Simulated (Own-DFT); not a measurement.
# Response to strain: diamond-structure SiGeSn with randomly placed atoms, 64 atoms (Ge40Si16Sn8)

Calculated results; nothing here was measured. They come from Own-DFT, an in-house plane-wave density functional program, since retired, whose code no person has reviewed. Each row is one single-point run on a periodic cell that was not relaxed, without spin or spin-orbit coupling.

Settings of every run: PBE; PseudoDojo norm-conserving scalar-relativistic files; cutoff 49 hartree; 3 x 3 x 3 k mesh centred on Gamma; Fermi-Dirac smearing of 0.1 eV.

Known limits: forces on such cells moved up to 12 meV/angstrom on a denser k mesh; stress not checked against mesh or cutoff.

Unstrained cell vectors in Å: (11.410, 0.000, 0.000); (0.000, 11.410, 0.000); (0.000, 0.000, 11.410). The unstrained cell has measured lattice constants (interpolated for alloys), not those of this functional. That, the random moves and any unrelaxed bonds set the pressure at no strain. Each run strains this cell uniformly, with the atoms carried along. Every atom was also moved at random, by a Gaussian of width 0.05 Å on each axis. The random placing of the alloy's atoms differs from row to row. Strain is the symmetric tensor, in per cent. Stress is positive in tension, and the pressure is minus a third of its trace.

| run | e_xx (%) | e_yy (%) | e_zz (%) | s_xx (GPa) | s_yy (GPa) | s_zz (GPa) | P (GPa) | E (meV/atom) |
|---|---|---|---|---|---|---|---|---|
| 1 | 2.00 | 2.00 | 0.00 | -1.42 | -1.38 | -2.66 | 1.82 | 0.0 |
| 2 | -0.50 | -0.50 | 0.00 | -5.44 | -5.42 | -5.19 | 5.35 | 11.3 |
| 3 | -2.25 | -2.25 | 0.00 | -8.94 | -9.28 | -7.60 | 8.61 | 53.7 |
| 4 | -1.25 | -1.25 | 0.00 | -7.09 | -7.21 | -6.26 | 6.85 | 39.9 |
| 5 | 0.25 | 0.25 | 0.00 | -4.48 | -4.42 | -4.70 | 4.53 | 29.6 |
| 6 | -1.50 | -1.50 | 0.00 | -7.73 | -7.53 | -6.65 | 7.30 | 45.6 |
| 7 | -1.75 | -1.75 | 0.00 | -8.16 | -8.32 | -7.08 | 7.85 | 56.9 |
| 8 | 0.75 | 0.75 | 0.00 | -3.46 | -3.37 | -3.86 | 3.56 | 9.7 |
| 9 | -1.00 | -1.00 | 0.00 | ? | ? | ? | ? | ? |

E is the free energy for each atom above the lowest run shown.

## Worked fit

The change of volume is close to e_xx + e_yy + e_zz. A straight line through the runs shown gives P = 4.89 - 81 x (fractional change of volume) GPa, with an error of 2 on the slope and a scatter of 0.19 GPa. The strain isn't the same on all axes, but the crystal is cubic, so the slope still estimates the bulk modulus, averaged over pressures from 1.8 to 8.6 GPa.

## Withheld run

Question: what pressure should run 9 give? Its volume changes by -1.99 %.

The line gives 6.5 GPa. The calculation gave 6.58 GPa.
